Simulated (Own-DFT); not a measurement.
# Which defects push the lattice out? C11b WSi2

Source: density functional calculations with Own-DFT, an unreviewed in-house program that is no longer used. Nothing was measured or relaxed, and spin and spin-orbit coupling are left out.

All runs used: PBE; PseudoDojo norm-conserving scalar-relativistic files; cutoff 50 hartree; 5 x 5 x 5 k mesh centred on Gamma; cold (Marzari-Vanderbilt) smearing of 0.2 eV.

Limits: forces on such cells failed a check on a denser k mesh; stress not checked against mesh or cutoff.

All runs share one cell, with vectors in Å (-2.148, -5.953, 3.409); (-6.444, 2.976, 1.136); (-2.553, -2.948, -6.757) and a volume of 403.2 Å³. The atoms are randomly displaced, by u rms on each axis. The defect's site can differ from row to row.

```
cell,formula,u (Å),P (GPa)
no defect,Si20W10,0.0192,4.52
no defect,Si20W10,0.0202,4.43
no defect,Si20W10,0.0447,5.08
one W vacancy,Si20W9,0.0297,3.43
one W vacancy,Si20W9,0.0308,3.83
one W vacancy,Si20W9,0.0530,4.22
one Si on a W site,Si21W9,0.0335,6.15
one Si on a W site,Si21W9,0.0452,7.30
one Si on a W site,Si21W9,0.0540,7.06
one W on a Si site,Si19W11,0.0262,10.05
one W on a Si site,Si19W11,0.0328,9.95
one W on a Si site,Si19W11,0.0404,?
one W on a Si site,Si19W11,0.0455,11.29
one Si vacancy,Si19W10,0.0305,3.72
one Si vacancy,Si19W10,0.0327,3.46
one Si vacancy,Si19W10,0.0503,4.26
```

## What the rows give

P = P0 + c u² + a shift for each defect gives P0 = 4.24 GPa, c = 469 ± 111 GPa/Å² and a scatter of 0.32 GPa. The shifts, and each times the cell's volume:

- one W on a Si site: 5.58 ± 0.26 GPa, 14.1 eV
- one Si on a W site: 1.64 ± 0.29 GPa, 4.1 eV
- one Si vacancy: -1.14 ± 0.27 GPa, -2.9 eV
- one W vacancy: -1.14 ± 0.27 GPa, -2.9 eV

A positive shift means that the defect pushes the cell outwards. Shift times volume (160.2 GPa Å³ is 1 eV) depends little on the cell's size, so, taken for each site, it can be compared between cells at like pressure. The atoms around the defects weren't relaxed, which would change these numbers.

## Prediction

The question: what pressure belongs in the blank (one W on a Si site, u = 0.0404 Å)?

Estimate: 10.60 ± 0.37 GPa. The hidden result is 11.34 GPa.
